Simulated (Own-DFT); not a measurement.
# What a defect does to the pressure of its cell: C40 NbSi2

Calculated, not measured: single-point runs of Own-DFT, a retired in-house plane-wave DFT program that no person has reviewed, on unrelaxed cells, without spin or spin-orbit coupling.

Method: PBE; PseudoDojo norm-conserving scalar-relativistic files; cutoff 42 hartree; 4 x 4 x 5 k mesh centred on Gamma; cold (Marzari-Vanderbilt) smearing of 0.2 eV.

Keep in mind: forces on such cells failed a check on a denser k mesh; stress not checked against mesh or cutoff.

All runs share one cell, with vectors in Å (0.000, 8.324, 0.000); (-9.613, 0.000, 0.000); (0.000, 0.000, 6.586) and a volume of 527.0 Å³. u is the rms random offset of the atoms per axis. The defect's site can differ from row to row.

```
cell,formula,u (Å),P (GPa)
no defect,Nb12Si24,0.0210,1.52
no defect,Nb12Si24,0.0234,1.62
no defect,Nb12Si24,0.0486,2.46
two Si on a Nb site each,Nb10Si26,0.0290,1.62
two Si on a Nb site each,Nb10Si26,0.0327,1.87
two Si on a Nb site each,Nb10Si26,0.0476,2.44
two Si on a Nb site each,Nb10Si26,0.0503,?
two Nb on a Si site each,Nb14Si22,0.0285,7.60
two Nb on a Si site each,Nb14Si22,0.0290,7.42
two Nb on a Si site each,Nb14Si22,0.0450,8.07
one Si vacancy,Nb12Si23,0.0289,0.79
one Si vacancy,Nb12Si23,0.0333,1.15
one Si vacancy,Nb12Si23,0.0498,1.94
```

## Working it out

P = P0 + c u² + a shift for each defect gives P0 = 1.27 GPa, c = 534 ± 45 GPa/Å² and a scatter of 0.11 GPa. The shifts, and each times the cell's volume:

- two Nb on a Si site each: 5.77 ± 0.09 GPa, 19.0 eV (9.5 eV for each of its 2 sites)
- two Si on a Nb site each: -0.04 ± 0.09 GPa, -0.1 eV (-0.1 eV for each of its 2 sites) (not resolved)
- one Si vacancy: -0.76 ± 0.09 GPa, -2.5 eV

A positive shift means that the defect pushes the cell outwards. Shift times volume (160.2 GPa Å³ is 1 eV) depends little on the cell's size, so, taken for each site, it can be compared between cells at like pressure. The atoms around the defects weren't relaxed, which would change these numbers.

## Test on the hidden row

Asked: what pressure belongs in the blank (two Si on a Nb site each, u = 0.0503 Å)?

The fitted form gives 2.58 ± 0.14 GPa. The calculation gave 2.41 GPa.
